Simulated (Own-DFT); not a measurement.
# What a defect does to the pressure of its cell: zincblende GaAs

Source: density functional calculations with Own-DFT, an unreviewed in-house program that is no longer used. Nothing was measured or relaxed, and spin and spin-orbit coupling are left out.

All runs used: PBE; PseudoDojo norm-conserving scalar-relativistic files; cutoff 42 hartree; 3 x 3 x 3 k mesh centred on Gamma; Fermi-Dirac smearing of 0.1 eV.

Known weak points (not all hold for every row): not probed for a lower state with spin; forces on such cells failed a check on a denser k mesh; forces not confirmed at this smearing and k mesh; forces on such cells passed a denser k mesh, each cell not checked; stress not checked against mesh or cutoff.

All runs share one cell, with vectors in Å (11.307, 0.000, 0.000); (0.000, 11.307, 0.000); (0.000, 0.000, 11.307) and a volume of 1445.4 Å³. Atoms were moved at random from their sites; u is the rms move along one axis. The defect's site can differ from row to row.

| cell | formula | u (Å) | P (GPa) |
|---|---|---|---|
| no defect | As32Ga32 | 0.0202 | 3.52 |
| no defect | As32Ga32 | 0.0445 | 3.84 |
| no defect | As32Ga32 | 0.0498 | 3.87 |
| two As vacancies | As30Ga32 | 0.0313 | 3.21 |
| two As vacancies | As30Ga32 | 0.0465 | 3.47 |
| two As vacancies | As30Ga32 | 0.0491 | 3.56 |
| two Ga vacancies | As32Ga30 | 0.0267 | 2.82 |
| two Ga vacancies | As32Ga30 | 0.0278 | 2.94 |
| two Ga vacancies | As32Ga30 | 0.0320 | 2.88 |
| one In on a Ga site | As32Ga31In | 0.0292 | 4.30 |
| one In on a Ga site | As32Ga31In | 0.0296 | ? |
| one In on a Ga site | As32Ga31In | 0.0447 | 4.46 |
| one In on a Ga site | As32Ga31In | 0.0511 | 4.55 |
| one As on a Ga site | As33Ga31 | 0.0293 | 4.21 |
| one As on a Ga site | As33Ga31 | 0.0301 | 4.24 |
| one As on a Ga site | As33Ga31 | 0.0469 | 4.60 |

## Analysis

P = P0 + c u² + a shift for each defect gives P0 = 3.42 GPa, c = 197 ± 22 GPa/Å² and a scatter of 0.05 GPa. The shifts, and each times the cell's volume:

- one As on a Ga site: 0.67 ± 0.04 GPa, 6.0 eV
- one In on a Ga site: 0.65 ± 0.04 GPa, 5.9 eV
- two As vacancies: -0.37 ± 0.04 GPa, -3.4 eV (-1.7 eV for each of its 2 sites)
- two Ga vacancies: -0.71 ± 0.05 GPa, -6.4 eV (-3.2 eV for each of its 2 sites)

Against the defect-free cell, a freed cell would be larger where the shift is positive and smaller where it is negative (160.2 GPa Å³ is 1 eV). The atoms around the defects weren't relaxed, which would change these numbers.

## Withheld run

Q: what pressure belongs in the blank (one In on a Ga site, u = 0.0296 Å)?

The fit gives 4.25 ± 0.07 GPa. Computed: 4.26 GPa.
